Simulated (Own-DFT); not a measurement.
# How HSE06 shifts the pressure of monoclinic HfO2, 94 atoms (Hf32O62), with two O vacancies

Calculated, not measured. Each geometry was run twice at fixed positions with Own-DFT, a retired in-house plane-wave program that no person has reviewed: with PBE, and with HSE06 (exact exchange share 0.25 at short range, screening 0.11 per bohr, Gygi-Baldereschi treatment of its divergence). Both used PseudoDojo norm-conserving files made for PBE, a cutoff of 48 hartree, the Gamma point alone, fixed occupations, a neutral cell and no spin. One k point on a cell 10.1 Å thick isn't converged, and results move with the size of the cell. The hafnium file keeps the 4f electrons in the core, and its forces lie about 75 meV/Å off all-electron values. The oxygen file's force components were 24 meV/Å off all-electron values in a glass.

Unstrained cell vectors in Å: (10.234, 0.000, 0.000); (0.000, 10.350, 0.000); (-1.695, 0.000, 10.445), volume V0 = 1106.4 Å³, from measured lattice constants. Each geometry has its own random strain of a few per cent, its own defect sites and random moves of rms u per axis. HSE06 gave the energy alone. D is its energy less that of PBE, over the lowest D shown. The PBE stress wasn't checked against mesh or cutoff.

| run | V - V0 (Å³) | u (Å) | P with PBE (GPa) | D (eV) |
|---|---|---|---|---|
| 1 | -18.2 | 0.0297 | 8.50 | 0.000 |
| 2 | 27.9 | 0.0314 | -1.82 | 1.103 |
| 3 | -5.3 | 0.0494 | 7.85 | 0.473 |
| 4 | -5.3 | 0.0478 | 5.67 | 0.501 |
| 5 | -5.4 | 0.0520 | 7.48 | 0.540 |
| 6 | -25.0 | 0.0511 | 10.86 | 0.104 |
| 7 | -5.0 | 0.0299 | 5.76 | 0.400 |
| 8 | -5.6 | 0.0505 | 6.94 | 0.495 |
| 9 | 57.1 | 0.0303 | -6.65 | 1.804 |
| 10 | -10.9 | 0.0501 | 7.92 | 0.390 |
| 11 | -21.2 | 0.0505 | 11.34 | 0.032 |
| 12 | -7.3 | 0.0484 | 6.91 | 0.433 |
| 13 | -11.0 | 0.0301 | 6.13 | 0.242 |
| 14 | -5.9 | 0.0502 | 6.81 | ? |

## Analysis

D = 0.39 + 0.0233 (V - V0) + 94 u² eV, with an error of 0.0007 on the volume slope, 18 on the last term and a scatter of 0.05 eV. Pressure is -dE/dV, and 1 eV/Å³ is 160.2 GPa, so HSE06 changes the pressure by -3.7 ± 0.1 GPa. With the ions held to the strained lattice, the PBE pressure falls by 224 ± 11 GPa per unit of volume strain; the shape of the strain isn't fitted, so the true error is larger, and a relaxed crystal would be softer. On that slope HSE06's volume at a given pressure is about 1.7 % smaller, or 0.6 % in lengths. At u = 0 and V0 the PBE pressure is 3.5 GPa, which puts the zero-pressure volume, against the measured cell and with the defects in, at +1.6 % for PBE and -0.1 % for HSE06, each good to a few tenths of a per cent.

## Prediction

The question: what D should run 14 give?

From the fit: 0.49 eV, with rows scattering by 0.05. The calculation gave 0.559 eV.
